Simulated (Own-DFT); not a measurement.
# Hybrid less PBE against volume: monoclinic HfO2, 94 atoms (Hf32O62), with two O vacancies

All values are computed. Each geometry was run twice at fixed positions with Own-DFT, a retired in-house plane-wave program that no person has reviewed: with PBE, and with HSE06 (exact exchange share 0.25 at short range, screening 0.11 per bohr, Gygi-Baldereschi treatment of its divergence). Both used PseudoDojo norm-conserving files made for PBE, a cutoff of 48 hartree, the Gamma point alone, fixed occupations, a neutral cell and no spin. With Gamma alone and a thickness of 10.1 Å, finite-size errors remain in every number. The hafnium file keeps the 4f electrons in the core, and its forces lie about 75 meV/Å off all-electron values. The oxygen file's force components were 24 meV/Å off all-electron values in a glass.

Unstrained cell vectors in Å: (10.234, 0.000, 0.000); (0.000, 10.350, 0.000); (-1.696, 0.000, 10.445), volume V0 = 1106.4 Å³, from measured lattice constants. Each geometry has its own random strain of a few per cent, its own defect sites and random moves of rms u per axis. HSE06 gave the energy alone. D is its energy less that of PBE, over the lowest D shown. The PBE stress wasn't checked against mesh or cutoff.

| run | V - V0 (Å³) | u (Å) | P with PBE (GPa) | D (eV) |
|---|---|---|---|---|
| 1 | -31.8 | 0.0299 | 12.07 | 0.240 |
| 2 | -25.7 | 0.0481 | 10.41 | 0.611 |
| 3 | -5.4 | 0.0315 | 5.44 | 0.774 |
| 4 | -19.3 | 0.0306 | 9.02 | 0.451 |
| 5 | -36.7 | 0.0306 | 13.57 | 0.000 |
| 6 | -13.5 | 0.0304 | 7.27 | 0.565 |
| 7 | -35.0 | 0.0503 | 14.22 | 0.294 |
| 8 | -23.2 | 0.0297 | 9.94 | 0.427 |
| 9 | 26.3 | 0.0289 | -1.59 | 1.598 |
| 10 | 16.0 | 0.0484 | 2.22 | 1.557 |
| 11 | -4.8 | 0.0507 | 7.00 | ? |

## Fit

D = 0.80 + 0.0244 (V - V0) + 159 u² eV, with an error of 0.0010 on the volume slope, 29 on the last term and a scatter of 0.06 eV. Pressure is -dE/dV, and 1 eV/Å³ is 160.2 GPa, so HSE06 changes the pressure by -3.9 ± 0.2 GPa. With the ions held to the strained lattice, the PBE pressure falls by 257 ± 9 GPa per unit of volume strain; the shape of the strain isn't fitted, so the true error is larger, and a relaxed crystal would be softer. On that slope HSE06's volume at a given pressure is about 1.5 % smaller, or 0.5 % in lengths. At u = 0 and V0 the PBE pressure is 3.9 GPa, which puts the zero-pressure volume, against the measured cell and with the defects in, at +1.5 % for PBE and -0.0 % for HSE06, each good to a few tenths of a per cent.

## Prediction

Q: what D should run 11 give?

The fitted form gives 1.09 eV, with rows scattering by 0.06. Computed: 0.965 eV.
